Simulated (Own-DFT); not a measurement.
## Calculated data, Si3N4 (beta silicon nitride, atoms displaced)

Computed with Own-DFT development build. A calculation, not a measurement: plane-wave PBE density functional theory by an unreviewed code, no spin, of a simulated periodic cell, stress positive in tension, free energy of the whole cell less one offset for each atom, forces on such cells moved up to 12 meV/angstrom on a denser k mesh; offsets are fitted by least squares, one for each functional and potential file, so energies compare only between cells with the same atoms and settings and are not formation energies; the far tail of each file's local potential was reset to the Coulomb form; each entry is a single point on an unrelaxed cell, so the pressure reflects the starting lattice, mostly measured values (interpolated for alloys), from which strain is counted, and rises with the displacements; printed positions are rounded, which can move forces by about a meV/angstrom; the program, named Own-DFT, is a retired in-house code; no spin-orbit coupling; before rounding, a Quantum ESPRESSO 7.3.1 run of the same cell and cutoff gave forces within 1 meV/angstrom rms on each cell, which checks the program and not the settings.

Common to all runs: functional PBE; potential files PseudoDojo norm-conserving, scalar-relativistic, standard set; wave cutoff 42 hartree; occupations Fermi-Dirac; smearing width 0.1 eV; k mesh 2 x 2 x 4 centred on Gamma.

(1) 
```cif
# cell vector a (Å): 15.2120 0.0000 0.0000
# cell vector b (Å): -7.6060 13.1740 0.0000
# cell vector c (Å): 0.0000 0.0000 5.8180
data_Si3N4
_symmetry_space_group_name_H-M 'P 1'
_symmetry_Int_Tables_number 1
_cell_length_a 15.2120
_cell_length_b 15.2120
_cell_length_c 5.8180
_cell_angle_alpha 90.000
_cell_angle_beta 90.000
_cell_angle_gamma 120.000
_cell_volume 1165.94
loop_
_atom_site_label
_atom_site_type_symbol
_atom_site_fract_x
_atom_site_fract_y
_atom_site_fract_z
_atom_site_occupancy
Si1 Si 0.08677 0.38499 0.12274 1
Si2 Si 0.11670 0.20109 0.12246 1
Si3 Si 0.29915 0.41504 0.12116 1
Si4 Si 0.41499 0.11596 0.37470 1
Si5 Si 0.38501 0.29779 0.37618 1
Si6 Si 0.19992 0.08622 0.37441 1
N1 N 0.16671 0.01618 0.12812 1
N2 N 0.48396 0.15042 0.12769 1
N3 N 0.34967 0.33208 0.11920 1
N4 N 0.33617 0.48502 0.36987 1
N5 N 0.01669 0.35029 0.37336 1
N6 N 0.15075 0.16612 0.37578 1
N7 N 0.16834 0.33361 0.12233 1
N8 N 0.33412 0.16706 0.37061 1
Si7 Si 0.08960 0.38611 0.62446 1
Si8 Si 0.11506 0.20341 0.62281 1
Si9 Si 0.29663 0.41150 0.62547 1
Si10 Si 0.41404 0.11678 0.86999 1
Si11 Si 0.38618 0.29815 0.87520 1
Si12 Si 0.20160 0.08877 0.87900 1
N9 N 0.16678 0.01618 0.62738 1
N10 N 0.48728 0.15320 0.62393 1
N11 N 0.34911 0.33288 0.62819 1
N12 N 0.33234 0.48340 0.87618 1
N13 N 0.01376 0.34866 0.86997 1
N14 N 0.15095 0.16754 0.87209 1
N15 N 0.16626 0.33450 0.62795 1
N16 N 0.33368 0.16536 0.87367 1
Si13 Si 0.08589 0.88161 0.12465 1
Si14 Si 0.11749 0.70625 0.12100 1
Si15 Si 0.29774 0.91492 0.12415 1
Si16 Si 0.41223 0.61560 0.37396 1
Si17 Si 0.38580 0.79927 0.37344 1
Si18 Si 0.20288 0.58633 0.37848 1
N17 N 0.16691 0.51533 0.12631 1
N18 N 0.48330 0.64946 0.12224 1
N19 N 0.34731 0.83184 0.12252 1
N20 N 0.33375 0.98206 0.37762 1
N21 N 0.01884 0.84994 0.37382 1
N22 N 0.15122 0.66586 0.36848 1
N23 N 0.16411 0.83143 0.12778 1
N24 N 0.33314 0.66787 0.37094 1
Si19 Si 0.08830 0.88758 0.62420 1
Si20 Si 0.11321 0.69941 0.62717 1
Si21 Si 0.29697 0.91233 0.62607 1
Si22 Si 0.41375 0.61760 0.87286 1
Si23 Si 0.38691 0.79974 0.87362 1
Si24 Si 0.20152 0.58848 0.87314 1
N25 N 0.16778 0.51331 0.62516 1
N26 N 0.48153 0.65022 0.62269 1
N27 N 0.34737 0.83471 0.61662 1
N28 N 0.33184 0.98140 0.87678 1
N29 N 0.01569 0.85200 0.86542 1
N30 N 0.14910 0.66668 0.87927 1
N31 N 0.16823 0.83406 0.62857 1
N32 N 0.33254 0.66541 0.87680 1
Si25 Si 0.58473 0.38658 0.12210 1
Si26 Si 0.61581 0.20371 0.12310 1
Si27 Si 0.79610 0.41278 0.12248 1
Si28 Si 0.91508 0.11677 0.37255 1
Si29 Si 0.88747 0.30083 0.37702 1
Si30 Si 0.70190 0.08749 0.37121 1
N33 N 0.66784 0.01807 0.12186 1
N34 N 0.98345 0.15071 0.12190 1
N35 N 0.85126 0.33688 0.12176 1
N36 N 0.83546 0.48621 0.37071 1
N37 N 0.51579 0.34926 0.37592 1
N38 N 0.64910 0.16430 0.36892 1
N39 N 0.66629 0.33626 0.12171 1
N40 N 0.83119 0.16586 0.38183 1
Si31 Si 0.58764 0.38370 0.62521 1
Si32 Si 0.61393 0.20232 0.62351 1
Si33 Si 0.79572 0.41198 0.62480 1
Si34 Si 0.91435 0.11653 0.86891 1
Si35 Si 0.88393 0.29819 0.87728 1
Si36 Si 0.69964 0.08548 0.87460 1
N41 N 0.66587 0.01797 0.62592 1
N42 N 0.98546 0.15172 0.62602 1
N43 N 0.84961 0.33244 0.62308 1
N44 N 0.83432 0.48509 0.87198 1
N45 N 0.51493 0.35068 0.87136 1
N46 N 0.64982 0.16682 0.87411 1
N47 N 0.66880 0.33653 0.62807 1
N48 N 0.83182 0.16676 0.87408 1
Si37 Si 0.58799 0.88357 0.12506 1
Si38 Si 0.61618 0.70417 0.12695 1
Si39 Si 0.79670 0.91078 0.13359 1
Si40 Si 0.91385 0.61502 0.37399 1
Si41 Si 0.88570 0.80075 0.37092 1
Si42 Si 0.70061 0.58621 0.37532 1
N49 N 0.66532 0.51550 0.12336 1
N50 N 0.98539 0.65106 0.12147 1
N51 N 0.84787 0.83237 0.12331 1
N52 N 0.83449 0.98554 0.37217 1
N53 N 0.51461 0.85003 0.37630 1
N54 N 0.65272 0.66643 0.37841 1
N55 N 0.66545 0.83401 0.12204 1
N56 N 0.83394 0.66619 0.37745 1
Si43 Si 0.58682 0.88370 0.62915 1
Si44 Si 0.61607 0.70070 0.62150 1
Si45 Si 0.79868 0.91012 0.62638 1
Si46 Si 0.91298 0.61291 0.87109 1
Si47 Si 0.88537 0.79726 0.87556 1
Si48 Si 0.70163 0.58575 0.87556 1
N57 N 0.66722 0.51760 0.62552 1
N58 N 0.98359 0.64965 0.62563 1
N59 N 0.85130 0.83571 0.62606 1
N60 N 0.83393 0.98456 0.87678 1
N61 N 0.51480 0.84722 0.87901 1
N62 N 0.65281 0.66841 0.88015 1
N63 N 0.66814 0.83357 0.61710 1
N64 N 0.83054 0.66657 0.87161 1
_calc_free_energy_of_cell_above_offsets '-19.467'  # eV
_calc_pressure 5.5  # GPa
_calc_stress_xx -5.58  # GPa
_calc_stress_yy -4.03  # GPa
_calc_stress_zz -6.9  # GPa
_calc_stress_yz -0.23  # GPa
_calc_stress_xz 0.77  # GPa
_calc_stress_xy -0.09  # GPa
```

Force:
```
element  x (eV/Å)  y (eV/Å)  z (eV/Å)
     Si     0.978     -0.39    -0.423
     Si    -1.386     1.456     0.333
     Si    -0.228     -1.48     0.431
     Si    -1.682    -0.564    -0.005
     Si    -0.186    -0.803    -0.401
     Si     1.725     0.768     0.658
      N    -0.539    -1.026    -0.682
      N     0.714     0.077    -1.126
      N    -0.556     0.947     1.209
      N     0.175     -0.32     1.024
      N    -0.054     0.208     0.245
      N    -0.326    -0.182    -0.154
      N    -0.459    -0.376     0.184
      N    -0.216    -0.474     0.336
     Si    -0.817    -1.183     0.038
     Si     0.093     0.772     0.136
     Si    -0.131     0.472    -0.283
     Si    -0.618    -0.905      1.12
     Si    -0.375    -1.423     -0.31
     Si     1.248    -0.202    -0.493
      N    -0.428      0.52    -0.034
      N    -0.873    -0.755    -0.003
      N    -0.242     0.468    -0.659
      N     0.592     1.338    -1.093
      N     0.525     0.642     0.465
      N     0.237    -0.599    -0.058
      N      0.76    -0.699     -0.32
      N    -0.392     0.602    -0.121
     Si     0.236     0.992    -0.918
     Si    -0.337     -1.29     1.221
     Si    -0.186    -1.763     0.698
     Si    -0.902     0.164    -0.502
     Si    -0.647    -1.063    -0.349
     Si     0.168     0.685    -0.979
      N     -0.41     0.005     -0.44
      N     1.104     0.418     0.483
      N    -0.197     0.912    -0.118
      N     0.263     1.742    -0.314
      N    -1.875    -0.276     0.075
      N    -0.439    -0.308     1.238
      N     0.823     1.859    -0.183
      N     0.379     -0.22     0.337
     Si      1.59    -0.876    -0.283
     Si     0.289     1.743    -1.114
     Si    -0.696    -0.442    -0.073
     Si    -0.926    -1.113     0.233
     Si    -1.362    -1.512    -0.452
     Si     0.953    -0.294     0.837
      N    -0.548     1.421     0.291
      N     1.997     0.561     0.011
      N     1.592    -0.393     1.461
      N     0.561     2.243    -0.691
      N     -0.27    -0.092     1.735
      N     0.805    -0.868    -1.231
      N    -1.148    -0.846    -0.067
      N    -0.415      1.08    -0.345
     Si     1.234    -0.637     0.395
     Si    -0.375     0.693    -0.024
     Si     0.019     0.294     0.157
     Si      -1.8     0.008      0.14
     Si    -0.205    -1.807    -0.714
     Si     0.791     0.358     0.633
      N    -0.578    -2.135      0.49
      N     1.451     0.351     0.002
      N    -0.176     0.183     0.903
      N     0.106    -1.026     0.562
      N    -0.302     0.304     -0.09
      N    -0.795     0.469     0.807
      N    -0.192    -0.866     0.129
      N      1.15     0.989     -0.45
     Si     0.062     0.918    -0.313
     Si     1.752     1.108    -0.296
     Si     1.252      0.62    -0.703
     Si    -2.002    -0.467     1.096
     Si     0.387    -1.269    -0.729
     Si     1.145     1.789     -0.32
      N    -0.535    -1.856    -0.556
      N     0.478    -0.161    -0.973
      N    -1.236     1.283     0.432
      N     0.112    -0.627     0.085
      N      0.31     0.226     0.149
      N    -0.129    -0.263    -0.212
      N    -0.546    -1.748    -0.259
      N     0.376    -0.038     0.146
     Si    -0.663     1.077     0.654
     Si    -0.382    -0.282    -0.127
     Si    -0.639     1.128    -1.809
     Si    -0.844     0.698    -0.516
     Si     1.206    -1.949     0.971
     Si     1.968     0.748    -0.173
      N    -0.507    -0.106     0.414
      N     0.035    -0.144     0.051
      N     0.064     0.473     0.129
      N     0.511    -0.389      1.16
      N     0.708     0.517     -0.04
      N    -0.817     0.031    -1.016
      N     1.056    -0.431      0.26
      N    -0.527     0.671    -0.286
     Si     0.726     0.625     -0.76
     Si    -1.126     0.954     1.371
     Si    -1.403     1.748     0.145
     Si    -1.543     1.284     0.842
     Si    -0.122    -0.871    -0.559
     Si      0.23     1.298    -0.044
      N    -0.587    -1.621     -0.09
      N     0.674    -0.051    -0.411
      N     0.766    -0.275    -0.489
      N     0.415     -0.46    -0.024
      N     0.335     0.578    -0.468
      N    -0.334    -0.519     -0.76
      N    -0.511    -0.651     0.279
      N     1.618    -0.132     0.234
```

(2) 
```cif
# cell vector a (Å): 15.2120 0.0000 0.0000
# cell vector b (Å): -7.6060 13.1740 0.0000
# cell vector c (Å): 0.0000 0.0000 5.8180
data_Si3N4
_symmetry_space_group_name_H-M 'P 1'
_symmetry_Int_Tables_number 1
_cell_length_a 15.2120
_cell_length_b 15.2120
_cell_length_c 5.8180
_cell_angle_alpha 90.000
_cell_angle_beta 90.000
_cell_angle_gamma 120.000
_cell_volume 1165.94
loop_
_atom_site_label
_atom_site_type_symbol
_atom_site_fract_x
_atom_site_fract_y
_atom_site_fract_z
_atom_site_occupancy
Si1 Si 0.08736 0.38611 0.12216 1
Si2 Si 0.11642 0.20055 0.13054 1
Si3 Si 0.29809 0.41237 0.12833 1
Si4 Si 0.41650 0.11694 0.37310 1
Si5 Si 0.38235 0.29525 0.37485 1
Si6 Si 0.20217 0.08735 0.37680 1
N1 N 0.16829 0.01498 0.12360 1
N2 N 0.48326 0.15046 0.12616 1
N3 N 0.34895 0.33277 0.11980 1
N4 N 0.33462 0.48568 0.37482 1
N5 N 0.01421 0.34898 0.37142 1
N6 N 0.15320 0.16612 0.37234 1
N7 N 0.16605 0.33388 0.12422 1
N8 N 0.33286 0.16842 0.37291 1
Si7 Si 0.08669 0.38569 0.62124 1
Si8 Si 0.11693 0.20123 0.62563 1
Si9 Si 0.29899 0.41566 0.62599 1
Si10 Si 0.41563 0.11765 0.87757 1
Si11 Si 0.38462 0.29833 0.87243 1
Si12 Si 0.20086 0.08679 0.87552 1
N9 N 0.16567 0.01648 0.62547 1
N10 N 0.48298 0.14919 0.63135 1
N11 N 0.34785 0.33365 0.62394 1
N12 N 0.33399 0.48357 0.87205 1
N13 N 0.01375 0.34808 0.87678 1
N14 N 0.14931 0.16615 0.87551 1
N15 N 0.16815 0.33487 0.63084 1
N16 N 0.33604 0.16958 0.87375 1
Si13 Si 0.08773 0.88681 0.12628 1
Si14 Si 0.11271 0.70031 0.12549 1
Si15 Si 0.29668 0.91438 0.12454 1
Si16 Si 0.41301 0.61571 0.37252 1
Si17 Si 0.38683 0.79860 0.37697 1
Si18 Si 0.20324 0.58820 0.37874 1
N17 N 0.16461 0.51191 0.12824 1
N18 N 0.48633 0.65085 0.12594 1
N19 N 0.34993 0.83448 0.12291 1
N20 N 0.33354 0.98684 0.37656 1
N21 N 0.01843 0.85025 0.37289 1
N22 N 0.15149 0.66753 0.37678 1
N23 N 0.16570 0.83346 0.11721 1
N24 N 0.33510 0.66937 0.36903 1
Si19 Si 0.08686 0.88440 0.62671 1
Si20 Si 0.11550 0.70074 0.63087 1
Si21 Si 0.29890 0.91535 0.62767 1
Si22 Si 0.41556 0.61814 0.87473 1
Si23 Si 0.38509 0.79818 0.87530 1
Si24 Si 0.20516 0.58716 0.87864 1
N25 N 0.16394 0.51448 0.62882 1
N26 N 0.48545 0.65128 0.62377 1
N27 N 0.35192 0.83672 0.62250 1
N28 N 0.33420 0.98494 0.86861 1
N29 N 0.01508 0.85001 0.87570 1
N30 N 0.14754 0.66398 0.87267 1
N31 N 0.16885 0.83311 0.62480 1
N32 N 0.33304 0.66648 0.86865 1
Si25 Si 0.58564 0.38416 0.12461 1
Si26 Si 0.61680 0.20281 0.11903 1
Si27 Si 0.79691 0.41524 0.12688 1
Si28 Si 0.91238 0.11550 0.38625 1
Si29 Si 0.88396 0.29627 0.37415 1
Si30 Si 0.70208 0.08623 0.37924 1
N33 N 0.66474 0.01639 0.12673 1
N34 N 0.98334 0.15045 0.12410 1
N35 N 0.84899 0.33382 0.12645 1
N36 N 0.83359 0.48678 0.37776 1
N37 N 0.51345 0.34837 0.37260 1
N38 N 0.64958 0.16662 0.37523 1
N39 N 0.66722 0.33432 0.12475 1
N40 N 0.83274 0.16656 0.37683 1
Si31 Si 0.58743 0.38426 0.62554 1
Si32 Si 0.61556 0.20638 0.62417 1
Si33 Si 0.79617 0.41330 0.62860 1
Si34 Si 0.91434 0.11652 0.87494 1
Si35 Si 0.88446 0.29806 0.87728 1
Si36 Si 0.70224 0.08571 0.87205 1
N41 N 0.66614 0.01567 0.62573 1
N42 N 0.98422 0.14930 0.62164 1
N43 N 0.84796 0.33069 0.62329 1
N44 N 0.83587 0.48651 0.87733 1
N45 N 0.51757 0.35064 0.87619 1
N46 N 0.64957 0.16605 0.87446 1
N47 N 0.66805 0.33439 0.62951 1
N48 N 0.83501 0.16489 0.87647 1
Si37 Si 0.58845 0.88624 0.12874 1
Si38 Si 0.61505 0.70087 0.12609 1
Si39 Si 0.79429 0.91259 0.12513 1
Si40 Si 0.91446 0.61737 0.37442 1
Si41 Si 0.88167 0.79631 0.37611 1
Si42 Si 0.70166 0.58612 0.37688 1
N49 N 0.66410 0.51314 0.12221 1
N50 N 0.98412 0.65156 0.12221 1
N51 N 0.84831 0.83155 0.12472 1
N52 N 0.83368 0.98488 0.37535 1
N53 N 0.51520 0.85046 0.37461 1
N54 N 0.64832 0.66256 0.36954 1
N55 N 0.66666 0.83688 0.12002 1
N56 N 0.83151 0.66509 0.37420 1
Si43 Si 0.58804 0.88607 0.61996 1
Si44 Si 0.61577 0.69982 0.62661 1
Si45 Si 0.80034 0.91318 0.63145 1
Si46 Si 0.91425 0.61329 0.87245 1
Si47 Si 0.88403 0.79847 0.88051 1
Si48 Si 0.70315 0.58688 0.86813 1
N57 N 0.66340 0.51372 0.62755 1
N58 N 0.98312 0.65036 0.62119 1
N59 N 0.85259 0.83691 0.62573 1
N60 N 0.83587 0.98568 0.87076 1
N61 N 0.51826 0.85116 0.87968 1
N62 N 0.65093 0.66961 0.87659 1
N63 N 0.66592 0.83378 0.63116 1
N64 N 0.83215 0.66400 0.87300 1
_calc_free_energy_of_cell_above_offsets '-19.539'  # eV
_calc_pressure 5.43  # GPa
_calc_stress_xx -4.25  # GPa
_calc_stress_yy -4.99  # GPa
_calc_stress_zz -7.04  # GPa
_calc_stress_yz -0.56  # GPa
_calc_stress_xz -0.13  # GPa
_calc_stress_xy -0.43  # GPa
```

Force:
```
element  x (eV/Å)  y (eV/Å)  z (eV/Å)
     Si     0.395    -2.059     0.275
     Si    -1.995     1.615    -1.111
     Si    -0.906    -0.441    -0.928
     Si    -2.263    -0.092      1.08
     Si    -0.137     0.523    -0.249
     Si     1.623    -0.157    -0.462
      N    -0.552     0.723     0.368
      N     1.796     0.606    -0.284
      N    -0.272     0.662     0.938
      N     0.311     0.212    -0.094
      N     0.117      0.41     0.335
      N    -0.658    -0.085     0.969
      N     0.697    -0.552     0.325
      N     0.961    -1.412     0.118
     Si     0.508    -1.353     0.586
     Si    -1.095     1.646    -0.317
     Si    -0.509    -1.358    -0.312
     Si    -2.016    -0.817    -0.093
     Si     0.566    -0.333    -0.187
     Si     1.507     1.068    -0.044
      N    -0.336    -0.561     0.068
      N       1.4     0.826    -1.328
      N     0.184     0.434    -0.227
      N     0.425     1.725     1.279
      N     0.263     0.671    -0.766
      N     0.716    -0.872     0.312
      N    -0.374    -0.673    -0.486
      N     -0.69    -1.177     0.032
     Si     0.894    -1.022    -0.637
     Si     0.634     1.715    -0.014
     Si    -0.052    -0.654    -0.151
     Si    -0.339     0.394     0.394
     Si     -1.19     0.063     -0.71
     Si     0.336    -0.133    -0.346
      N    -0.038     2.659    -0.005
      N    -0.421     -0.35    -0.189
      N     -0.27     0.468      0.56
      N     0.434    -0.141    -0.438
      N        -2    -0.614      0.61
      N     0.051    -0.748    -0.221
      N      0.26    -0.324     0.357
      N    -0.001    -1.102     0.208
     Si     1.177    -0.245    -0.161
     Si    -0.891     1.524    -1.447
     Si    -0.276    -1.146    -1.168
     Si    -0.657    -0.947    -0.161
     Si     0.463     0.274    -0.247
     Si    -0.911    -0.414    -0.005
      N     0.053      0.96    -0.365
      N     0.151    -0.306    -0.192
      N      0.18     0.026     0.478
      N     0.299     1.191     1.767
      N    -0.393     0.173     0.159
      N     1.193    -1.039     1.446
      N    -0.914    -0.087     0.061
      N     0.602     0.462     0.266
     Si     0.811    -0.253     0.286
     Si    -0.504     0.589     1.265
     Si     0.344    -0.922     0.349
     Si    -0.733    -0.014    -2.786
     Si    -0.012    -0.289     -0.02
     Si     0.005     1.254    -0.791
      N    -0.106     0.038    -0.002
      N     1.127    -0.024     1.164
      N    -0.666     0.712     -0.13
      N     0.314    -0.359     0.061
      N     0.398     0.344     0.742
      N     0.054    -0.389     0.027
      N    -0.291    -0.309     0.034
      N     0.013    -0.355     0.113
     Si    -0.395    -0.631    -0.344
     Si     0.605    -1.255     0.006
     Si     1.236    -0.201     -0.51
     Si    -0.052    -0.096     0.298
     Si     0.137    -1.225    -0.252
     Si     0.452     1.225     0.945
      N    -0.332    -0.361    -0.215
      N     1.506     0.495      1.24
      N    -1.022     1.241     0.526
      N     0.169      -1.2    -0.277
      N    -1.145    -0.418    -0.673
      N     0.593    -0.551    -0.851
      N    -0.833     0.415    -0.195
      N    -1.601     0.632    -0.099
     Si    -0.327    -0.028    -0.612
     Si    -0.512     2.066    -0.224
     Si     0.899     0.623    -0.082
     Si    -1.174    -0.219    -0.379
     Si     1.652    -0.209    -0.055
     Si     0.694    -0.583    -1.047
      N    -0.191     1.127     0.213
      N     0.162    -0.422     0.313
      N    -1.389     1.146     0.661
      N     0.305    -0.426     0.341
      N     0.472     0.353     0.089
      N    -0.031     0.154     1.241
      N     0.719    -2.052     0.573
      N     0.147     0.633      0.13
     Si     0.432    -0.896     1.426
     Si    -1.151     2.021    -0.824
     Si    -1.898    -0.273    -1.444
     Si    -1.489     1.409    -0.026
     Si     1.096    -1.519    -1.118
     Si    -0.221     0.329     1.785
      N    -0.185     0.408    -0.906
      N     1.299     0.317     0.611
      N     0.224    -0.417     0.259
      N     0.248    -0.133     1.316
      N    -1.147    -0.327    -0.948
      N     1.746    -1.608    -0.229
      N     1.205    -0.492    -0.577
      N     0.302     1.111    -0.041
```
